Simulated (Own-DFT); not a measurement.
GaN (wurtzite, strained, atoms displaced) (calculated)

All values are calculated (Own-DFT development build). A calculation, not a measurement: plane-wave PBE density functional theory by an unreviewed code, no spin, of a simulated periodic cell, stress positive in tension, free energy of the whole cell less one offset for each atom, forces on such cells passed a denser k mesh, this cell's mesh not checked; offsets are fitted by least squares, one for each functional and potential file, so energies compare only between cells with the same atoms and settings and are not formation energies; the far tail of each file's local potential was reset to the Coulomb form; each entry is a single point on an unrelaxed cell, so the pressure reflects the starting lattice, mostly measured values (interpolated for alloys), from which strain is counted, and rises with the displacements; printed positions are rounded, which can move forces by about a meV/angstrom; the program, named Own-DFT, is a retired in-house code; no spin-orbit coupling.

```json
{"formula": "GaN", "kind": "wurtzite, strained, atoms displaced", "structure": {"cell_angstrom": [[12.6085, 0.0521, -0.1909], [-4.6943, 8.2258, 0.1317], [-0.1552, 0.0752, 10.3204]], "atoms_fractional": [["Ga", 0.08123, 0.2161, 0.00497], ["Ga", 0.1727, 0.11059, 0.24591], ["N", 0.07861, 0.22015, 0.18635], ["N", 0.16948, 0.11919, 0.43786], ["Ga", 0.0929, 0.21734, 0.50191], ["Ga", 0.15887, 0.11083, 0.75202], ["N", 0.08558, 0.2135, 0.68891], ["N", 0.17102, 0.10995, 0.9458], ["Ga", 0.08974, 0.56484, 0.00495], ["Ga", 0.16768, 0.44592, 0.25302], ["N", 0.08305, 0.56119, 0.19034], ["N", 0.16253, 0.43827, 0.43988], ["Ga", 0.07723, 0.54879, 0.5017], ["Ga", 0.17089, 0.44781, 0.74336], ["N", 0.08199, 0.55145, 0.68855], ["N", 0.16845, 0.44874, 0.9382], ["Ga", 0.0777, 0.88415, 0.99743], ["Ga", 0.16351, 0.77882, 0.24925], ["N", 0.08475, 0.89559, 0.18276], ["N", 0.17278, 0.78134, 0.44496], ["Ga", 0.07908, 0.88945, 0.49749], ["Ga", 0.16595, 0.77976, 0.74883], ["N", 0.08631, 0.89225, 0.69092], ["N", 0.16479, 0.77522, 0.93543], ["Ga", 0.34156, 0.22101, 0.99897], ["Ga", 0.40857, 0.1032, 0.25016], ["N", 0.3284, 0.21278, 0.18586], ["N", 0.4115, 0.10499, 0.4276], ["Ga", 0.33709, 0.22343, 0.50461], ["Ga", 0.41362, 0.11829, 0.74732], ["N", 0.33355, 0.21741, 0.68323], ["N", 0.41626, 0.10729, 0.93051], ["Ga", 0.32371, 0.55134, 0.00458], ["Ga", 0.41694, 0.44053, 0.25118], ["N", 0.3377, 0.55107, 0.18597], ["N", 0.41693, 0.44399, 0.4344], ["Ga", 0.33663, 0.56014, 0.50239], ["Ga", 0.41947, 0.44379, 0.75276], ["N", 0.33345, 0.55385, 0.68694], ["N", 0.40916, 0.43516, 0.94389], ["Ga", 0.33705, 0.9025, 0.99757], ["Ga", 0.41713, 0.77424, 0.25116], ["N", 0.33516, 0.89065, 0.18641], ["N", 0.4087, 0.76698, 0.43207], ["Ga", 0.33068, 0.88606, 0.50117], ["Ga", 0.41265, 0.77878, 0.75043], ["N", 0.33027, 0.89249, 0.69559], ["N", 0.42175, 0.7869, 0.94559], ["Ga", 0.58064, 0.22066, 0.99286], ["Ga", 0.66444, 0.10811, 0.24182], ["N", 0.58333, 0.22723, 0.18444], ["N", 0.66261, 0.10375, 0.44482], ["Ga", 0.57596, 0.21715, 0.50455], ["Ga", 0.6684, 0.10704, 0.75136], ["N", 0.58462, 0.2265, 0.68], ["N", 0.66767, 0.10725, 0.93355], ["Ga", 0.57963, 0.54256, 0.99318], ["Ga", 0.665, 0.44695, 0.24258], ["N", 0.5779, 0.55085, 0.19152], ["N", 0.66084, 0.43821, 0.4419], ["Ga", 0.57708, 0.55117, 0.50197], ["Ga", 0.66785, 0.43921, 0.75918], ["N", 0.57445, 0.54927, 0.68728], ["N", 0.65991, 0.43546, 0.94389], ["Ga", 0.58459, 0.89323, 0.00233], ["Ga", 0.66479, 0.77588, 0.2515], ["N", 0.58593, 0.87785, 0.18603], ["N", 0.67475, 0.78286, 0.43927], ["Ga", 0.58202, 0.89006, 0.50578], ["Ga", 0.66506, 0.77987, 0.75164], ["N", 0.58701, 0.89412, 0.67947], ["N", 0.6684, 0.77509, 0.93425], ["Ga", 0.83477, 0.22627, 0.00572], ["Ga", 0.90708, 0.11169, 0.2505], ["N", 0.84144, 0.2381, 0.18794], ["N", 0.9283, 0.12302, 0.43641], ["Ga", 0.83504, 0.23568, 0.50192], ["Ga", 0.91998, 0.11166, 0.7493], ["N", 0.82891, 0.22135, 0.69205], ["N", 0.91333, 0.10947, 0.93354], ["Ga", 0.83633, 0.55703, 0.00685], ["Ga", 0.91363, 0.44611, 0.2494], ["N", 0.8316, 0.55338, 0.18212], ["N", 0.917, 0.44118, 0.43584], ["Ga", 0.83013, 0.55533, 0.49645], ["Ga", 0.92379, 0.4512, 0.73953], ["N", 0.82577, 0.55345, 0.68759], ["N", 0.9138, 0.43783, 0.9343], ["Ga", 0.82733, 0.88153, 0.99504], ["Ga", 0.91863, 0.76946, 0.24658], ["N", 0.83142, 0.89167, 0.20013], ["N", 0.92744, 0.78553, 0.4299], ["Ga", 0.83906, 0.90371, 0.49701], ["Ga", 0.91609, 0.78838, 0.75563], ["N", 0.82722, 0.8767, 0.68303], ["N", 0.91822, 0.77402, 0.93115]]}, "settings": {"functional": "PBE", "potential_files": "PseudoDojo norm-conserving, scalar-relativistic, standard set", "wave_cutoff [hartree]": 42.0, "occupations": "Fermi-Dirac", "smearing_width [eV]": 0.1, "k_mesh": "3 x 4 x 3 centred on Gamma"}, "results": {"free_energy_of_cell_above_offsets [eV]": "26.612", "pressure [GPa]": 12.17, "stress_xx [GPa]": -12.84, "stress_yy [GPa]": -10.73, "stress_zz [GPa]": -12.95, "stress_yz [GPa]": 2.34, "stress_xz [GPa]": -3.95, "stress_xy [GPa]": 0.87, "force_element": ["Ga", "Ga", "N", "N", "Ga", "Ga", "N", "N", "Ga", "Ga", "N", "N", "Ga", "Ga", "N", "N", "Ga", "Ga", "N", "N", "Ga", "Ga", "N", "N", "Ga", "Ga", "N", "N", "Ga", "Ga", "N", "N", "Ga", "Ga", "N", "N", "Ga", "Ga", "N", "N", "Ga", "Ga", "N", "N", "Ga", "Ga", "N", "N", "Ga", "Ga", "N", "N", "Ga", "Ga", "N", "N", "Ga", "Ga", "N", "N", "Ga", "Ga", "N", "N", "Ga", "Ga", "N", "N", "Ga", "Ga", "N", "N", "Ga", "Ga", "N", "N", "Ga", "Ga", "N", "N", "Ga", "Ga", "N", "N", "Ga", "Ga", "N", "N", "Ga", "Ga", "N", "N", "Ga", "Ga", "N", "N"], "force_x [eV/angstrom]": [0.024, -2.396, 0.207, 2.252, -2.344, 3.965, -2.924, -0.669, -0.685, 0.208, -0.011, 0.485, 1.459, -0.137, 0.665, -1.149, 1.402, 1.006, -0.187, -2.26, 2.42, 0.106, -1.43, 0.166, -1.467, 1.524, 0.862, 0.164, -0.287, 2.426, -2.411, 0.028, 2.003, 0.039, -1.674, -0.745, -0.415, -1.085, 0.133, 0.237, -0.002, 0.069, -0.331, 0.639, 1.155, 1.105, 0.647, -0.818, 0.994, -0.008, -0.171, 0.06, 0.741, -0.95, -0.337, -0.416, -1.595, 0.201, 0.379, 0.349, 1.368, -0.627, 1.494, 1.515, 0.803, 1.651, -2.31, -1.414, 0.584, 0.226, -1.169, -1.324, 0.291, 2.448, -1.655, -1.486, 0.336, -0.935, 1.443, 0.456, 0.341, 1.213, -0.533, -1.287, -0.383, -2.207, 1.258, 0.121, 1.094, -0.893, 0.647, -2.293, 0.481, 1.532, -0.653, -1.352], "force_y [eV/angstrom]": [0.572, 0.23, 0.324, -1.71, 1.288, -1.271, 2.437, -0.058, -1.615, -0.704, -0.34, 0.939, 1.073, -1.057, 1.182, -1.187, 0.828, 0.427, -1.194, -1.319, 1.086, -0.657, -0.204, 1.104, -0.741, 0.712, 1.676, 0.276, -0.292, -1.142, 1.436, 1.595, 1.144, -0.91, 0.508, -0.249, -1.707, -0.897, 0.68, 1.401, -2.667, -0.103, -0.817, 1.888, 0.652, 0.156, -0.001, -1.33, -1.384, 0.09, -1.099, 1.54, -0.072, 0.498, -0.836, 0.772, 1.685, -0.763, 0.852, 0.602, 1.104, 0.369, 0.992, 1.222, -0.924, -1.171, 2.055, -0.864, -1.119, -1.001, -0.876, -0.921, -0.43, 0.045, -1.784, -0.109, -3.074, -0.384, 0.677, -0.34, -0.934, 0.67, 0.499, 1.644, 0.472, -1.149, 0.967, 1.619, 1.22, 1.767, -0.908, -1.803, -0.888, -1.833, 2.08, -0.219], "force_z [eV/angstrom]": [-0.872, 0.808, 0.977, -0.977, -0.103, 1.652, -0.758, -1.149, -0.87, -0.265, 0.248, 0.445, -0.6, 1.298, -0.667, -0.803, -0.068, 0.672, 0.406, -1.134, 0.985, 0.28, -0.666, 0.338, 0.503, -0.887, -0.363, 2.537, -1.774, -0.132, 1.097, 0.183, -0.577, -0.346, 0.936, 0.77, -0.717, 0.359, 0.438, -1.083, 0.517, -1.159, -0.228, 1.23, 0.421, 0.735, -1.307, -1.162, 1.114, 1.427, -0.294, -1.727, -2.313, -0.821, 3.009, 1.207, 1.438, 1.648, -1.426, -1.339, -0.345, -1.65, 0.793, -0.77, -0.454, 0.941, 0.07, 0.255, -2.767, -1.18, 2.996, 0.626, -1.648, 0.44, -0.039, 0.721, 0.354, -0.529, -0.901, 0.944, -3.053, 0.385, 1.744, -0.322, 0.527, 1.979, -0.114, 0.275, 1.471, 0.001, -2.152, 0.497, -0.377, -2.368, 0.241, 2.321]}}
```
